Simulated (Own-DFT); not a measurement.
# Stretching a layer in its plane: wurtzite AlN, 72 atoms (Al36N36)

Calculated, not measured: single-point runs of Own-DFT, a retired in-house plane-wave DFT program that no person has reviewed, on unrelaxed cells, without spin or spin-orbit coupling.

Method: PBE; PseudoDojo norm-conserving scalar-relativistic files; cutoff 42 hartree; 4 x 4 x 3 k mesh centred on Gamma; Gaussian smearing of 0.01 eV.

Keep in mind: k mesh not checked against a denser one; stress not checked against mesh or cutoff.

Unstrained cell vectors in Å: (9.336, 0.000, 0.000); (-4.668, 8.085, 0.000); (0.000, 0.000, 9.964). The unstrained cell has measured lattice constants (interpolated for alloys), not those of this functional. That, the random moves and any unrelaxed bonds set the pressure at no strain. Each run strains x and y alike by e, as a substrate would, and holds the height along z. Each coordinate of each atom was shifted by a normal deviate of width 0.05 Å. Stress is positive in tension.

```
e (%),u (Å),(s_xx + s_yy)/2 (GPa),s_zz (GPa)
-2.75,0.048,-24.63,-8.73
-2.25,0.053,-23.02,-6.12
-2.00,0.050,-18.72,-7.86
-1.75,0.053,-18.74,-7.16
-0.75,0.049,-10.66,-5.86
-0.50,0.049,-9.23,-4.75
1.25,0.052,?,?
1.50,0.046,2.81,-3.63
1.75,0.052,3.03,-2.62
2.75,0.050,8.13,-1.13
```

## Analysis

With e as a fraction, the in-plane stress is -6.2 + 612 e - 3220 e² GPa (errors 16 and 1232, scatter 0.92), and s_zz is -4.8 + 122 e GPa (slope ± 13, scatter 0.73). At e = 0 the first slope is C11 + C12 and the second 2 C13, both with the ions held to the strained lattice and at the cell's own pressure. A free layer would change its height as e changes, and the in-plane slope would drop by 2 C13²/C33 to the biaxial modulus. At fixed height, a misfit of 1 % moves the in-plane stress by about 6.1 GPa and s_zz by 1.2 GPa.

## Withheld run

Question: what are the two stresses at e = 1.25 %?

From the fit: 0.9 and -3.3 GPa. The calculation gave 1.20 and -4.56 GPa.
